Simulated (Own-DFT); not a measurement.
# What random displacements cost in zincblende GaP, 64 atoms (Ga32P32)

These are calculations, not measurements. They come from Own-DFT, an in-house plane-wave density functional program, since retired, whose code no person has reviewed. Each row is one single-point run on a periodic cell that was not relaxed, without spin or spin-orbit coupling.

Settings of every run: PBE; PseudoDojo norm-conserving scalar-relativistic files; cutoff 42 hartree; 3 x 3 x 3 k mesh centred on Gamma; Fermi-Dirac smearing of 0.1 eV.

Known limits: forces on such cells passed a denser k mesh, each cell not checked; stress not checked against mesh or cutoff.

Cell vectors in Å: (10.901, 0.000, 0.000); (0.000, 10.901, 0.000); (0.000, 0.000, 10.901). In each run every atom was moved at random and independently from its ideal site; u is the rms move along one axis. E is the free energy for each atom above the fitted value at u = 0, and F the rms of the force components.

```
run,u (Å),E (meV/atom),F (eV/Å),largest force (eV/Å),P (GPa)
1,0.0198,6.5,0.258,1.07,2.70
2,0.0209,7.9,0.290,1.25,2.73
3,0.0210,?,?,?,?
4,0.0493,37.1,0.647,2.31,3.12
5,0.0498,47.8,0.784,2.35,3.32
6,0.0533,56.1,0.837,3.07,3.42
7,0.0971,149.1,1.364,5.71,4.74
8,0.0980,173.5,1.549,7.34,5.16
9,0.1039,196.7,1.585,5.54,5.49
10,0.1539,397.7,2.874,14.93,8.37
11,0.1871,541.7,2.735,10.88,10.32
```

## Worked fit

For small independent moves the energy grows as E = (3/2) K u², with K the mean stiffness felt by one atom. The runs with u up to 0.11 Å give K = 11.8 ± 0.5 eV/Å², with residuals divided by u² + 0.0006 Å², since the noise grows with the moves. The scatter is 4.4 meV/atom at u = 0.05 Å. The forces follow F = G u with G = 14.6 eV/Å²; no force at u = 0 is resolved. G exceeds K because the moves of its neighbours add to the force on an atom, and stiffness differs between atoms. At u = 0.187 Å the parabola gives 619 meV/atom and the run 542. The pressure follows P = 2.61 + 254 u² GPa: at fixed volume, shortened bonds push harder than stretched ones pull.

## Withheld run

Question: what energy and rms force should run 3 give?

The fit gives 8 ± 2 meV/atom and about 0.31 eV/Å. The calculation gave 8.5 meV/atom and 0.307 eV/Å.
